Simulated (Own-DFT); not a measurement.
# Response to strain: wurtzite AlN, 128 atoms (Al64N64)

All numbers below are calculated, not measured. The program, named Own-DFT, is a retired in-house plane-wave density functional code that no person has reviewed. Each row is one single-point run on a periodic cell that was not relaxed, without spin or spin-orbit coupling.

Settings of every run: PBE; PseudoDojo norm-conserving scalar-relativistic files; cutoff 42 hartree; 3 x 3 x 3 k mesh centred on Gamma; Gaussian smearing of 0.01 eV.

Known limits: k mesh not checked against a denser one; stress not checked against mesh or cutoff.

Unstrained cell vectors in Å: (12.448, 0.000, 0.000); (-6.224, 10.780, 0.000); (0.000, 0.000, 9.964). The unstrained cell has measured lattice constants (interpolated for alloys), not those of this functional. That, the random moves and any unrelaxed bonds set the pressure at no strain. Each run strains this cell uniformly, with the atoms carried along. Every atom was also moved at random, by a Gaussian of width 0.05 Å on each axis. Strain is the symmetric tensor, in per cent. Stress is positive in tension, and the pressure is minus a third of its trace.

| run | e_xx (%) | e_yy (%) | e_zz (%) | e_yz (%) | e_xz (%) | e_xy (%) | s_xx (GPa) | s_yy (GPa) | s_zz (GPa) | s_yz (GPa) | s_xz (GPa) | s_xy (GPa) | P (GPa) | E (meV/atom) |
|---|---|---|---|---|---|---|---|---|---|---|---|---|---|---|
| 1 | 0.58 | -1.79 | 1.04 | -0.48 | 0.59 | -1.46 | -3.16 | -15.27 | -1.75 | -1.16 | 1.51 | -4.54 | 6.72 | 31.3 |
| 2 | 0.49 | 0.73 | 1.20 | 1.17 | -0.61 | 0.03 | -2.04 | -0.40 | 0.43 | 2.69 | -1.86 | -0.38 | 0.67 | 8.5 |
| 3 | -1.42 | -0.19 | -1.61 | 0.50 | -1.99 | 0.24 | -15.15 | -9.93 | -14.19 | 1.72 | -5.38 | 0.18 | 13.09 | 48.3 |
| 4 | -0.58 | 0.52 | -1.43 | 1.62 | -1.74 | 1.17 | -8.31 | -4.55 | -13.33 | 4.55 | -4.60 | 3.58 | 8.73 | 25.6 |
| 5 | -0.72 | -1.70 | -1.50 | 1.61 | 1.64 | 0.00 | -13.24 | -17.73 | -14.84 | 5.38 | 4.93 | 0.22 | 15.27 | 60.7 |
| 6 | 1.74 | -0.99 | -0.66 | -0.81 | 1.57 | 0.77 | -0.16 | -8.73 | -8.72 | -2.23 | 3.95 | 2.27 | 5.87 | 35.9 |
| 7 | -0.25 | -1.86 | -0.49 | 0.79 | -0.15 | -1.28 | -11.56 | -17.44 | -6.91 | 1.24 | -1.04 | -5.13 | 11.97 | 46.0 |
| 8 | 1.72 | -0.84 | -1.33 | -1.71 | -0.39 | 0.41 | 1.09 | -9.99 | -12.05 | -5.49 | -0.88 | 1.41 | 6.99 | 36.9 |
| 9 | 0.42 | 0.66 | 1.32 | -0.10 | 0.87 | 0.32 | -1.10 | -2.89 | 2.12 | -0.14 | 2.34 | 0.99 | 0.62 | 0.0 |
| 10 | 0.86 | 1.10 | -0.79 | -0.14 | -1.94 | -1.26 | -2.45 | -0.42 | -6.83 | -0.41 | -5.69 | -3.51 | 3.24 | 18.7 |
| 11 | -1.62 | -0.09 | 0.50 | -0.64 | -1.46 | 1.32 | -13.31 | -7.68 | -5.12 | -0.57 | -3.37 | 5.08 | 8.70 | 30.3 |
| 12 | -1.55 | 0.63 | 1.96 | 0.65 | -0.58 | -0.69 | -11.93 | -3.79 | 2.63 | 1.63 | -1.04 | -2.32 | 4.36 | 33.6 |
| 13 | -0.82 | 0.09 | -0.23 | 0.64 | -0.47 | -1.61 | -9.66 | -5.81 | -8.53 | 1.46 | -1.30 | -5.65 | 8.00 | 28.3 |
| 14 | -1.37 | 1.05 | 0.50 | -0.87 | -0.79 | -1.37 | -11.74 | -2.40 | -3.15 | -1.50 | -1.52 | -6.84 | 5.76 | 27.2 |
| 15 | -0.56 | 0.59 | 1.03 | -0.24 | 1.09 | 1.63 | -6.71 | -2.59 | -1.03 | -0.29 | 2.67 | 5.15 | 3.44 | 12.1 |
| 16 | -0.97 | 1.08 | -0.26 | -1.09 | 1.86 | 1.88 | ? | ? | ? | ? | ? | ? | ? | ? |

E is the free energy for each atom above the lowest run shown.

## Worked fit

Each stress component was fitted by least squares to a constant and the strains of the runs shown, as fractions, with shears doubled. Shear strains stay in the fit of a normal stress only where such slopes are resolved. The slopes, in GPa:

```
stress,at no strain,per e_xx,per e_yy,per e_zz,scatter
s_xx,-6.1,498 ± 25,120 ± 29,97 ± 25,1.03
s_yy,-6.3,113 ± 21,548 ± 23,50 ± 20,0.84
s_zz,-5.7,73 ± 26,57 ± 30,478 ± 26,1.06
```

Each shear stress against twice its own strain: yz 126 ± 9, xz 138 ± 6, xy 179 ± 11 GPa. These are stiffnesses along x, y and z of the frame in which the cell vectors are given, which need not be the crystal's axes. The atoms are held to the strained lattice; where symmetry lets them move under strain, relaxing them would lower some slopes. The table should be nearly symmetric about its diagonal, and what it lacks of that shows the noise. A ninth of its sum, 226 ± 5 GPa, estimates the bulk modulus near the mean pressure of these runs, 6.9 GPa, so it lies above the value at zero pressure.

## Withheld run

Question: what normal stresses and pressure should run 16 give?

The fit gives s_xx = -9.9, s_yy = -1.6, s_zz = -7.0 and P = 6.2 GPa. The calculation gave -10.08, -1.71, -7.56 and P = 6.45 GPa.
